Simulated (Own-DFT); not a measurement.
# Shaking the atoms of beta-Si3N4, 42 atoms (N24Si18)

Calculated results; nothing here was measured. They come from Own-DFT, an in-house plane-wave density functional program, since retired, whose code no person has reviewed. Each row is one single-point run on a periodic cell that was not relaxed, without spin or spin-orbit coupling.

Settings of every run: PBEsol; PseudoDojo norm-conserving scalar-relativistic files, made for PBE; cutoff 42 hartree; 3 x 3 x 3 k mesh centred on Gamma; Fermi-Dirac smearing of 0.1 eV.

Known limits, some of them of some rows only: some atoms lie very close together; forces on such cells passed a denser k mesh, each cell not checked; stress not checked against mesh or cutoff.

Cell vectors in Å: (7.606, 0.000, 0.000); (-3.803, 6.587, 0.000); (0.000, 0.000, 8.727). In each run every atom was moved at random and independently from its ideal site; u is the rms move along one axis. E is the free energy for each atom above the fitted value at u = 0, and F the rms of the force components.

```
run   u (Å)  E (meV/atom)  F (eV/Å)  largest force (eV/Å)  P (GPa)
  1  0.0193          15.3     0.754                  2.52     2.98
  2  0.0198          17.2     0.811                  2.26     3.16
  3  0.0200          22.6     0.911                  2.98     3.22
  4  0.0484             ?         ?                     ?        ?
  5  0.0536         120.1     2.110                  7.71     5.43
  6  0.0936         424.6     4.396                 24.56    13.95
  7  0.0943         426.5     4.677                 25.08    14.77
  8  0.1124         542.5     4.873                 22.32    15.52
  9  0.1448         955.8     7.073                 37.29    26.81
```

## Worked fit

For small independent moves the energy grows as E = (3/2) K u², with K the mean stiffness felt by one atom. The runs with u up to 0.11 Å give K = 31.1 ± 1.5 eV/Å², with residuals divided by u² + 0.0006 Å², since the noise grows with the moves. The scatter is 10.1 meV/atom at u = 0.05 Å. The forces follow F = G u with G = 43.8 eV/Å²; no force at u = 0 is resolved. G exceeds K because the moves of its neighbours add to the force on an atom, and stiffness differs between atoms. At u = 0.145 Å the parabola gives 976 meV/atom and the run 956. The pressure follows P = 2.40 + 1342 u² GPa: at fixed volume, shortened bonds push harder than stretched ones pull.

## Withheld run

Question: what energy and rms force should run 4 give?

The fit gives 109 ± 11 meV/atom and about 2.12 eV/Å. The calculation gave 109.2 meV/atom and 1.968 eV/Å.
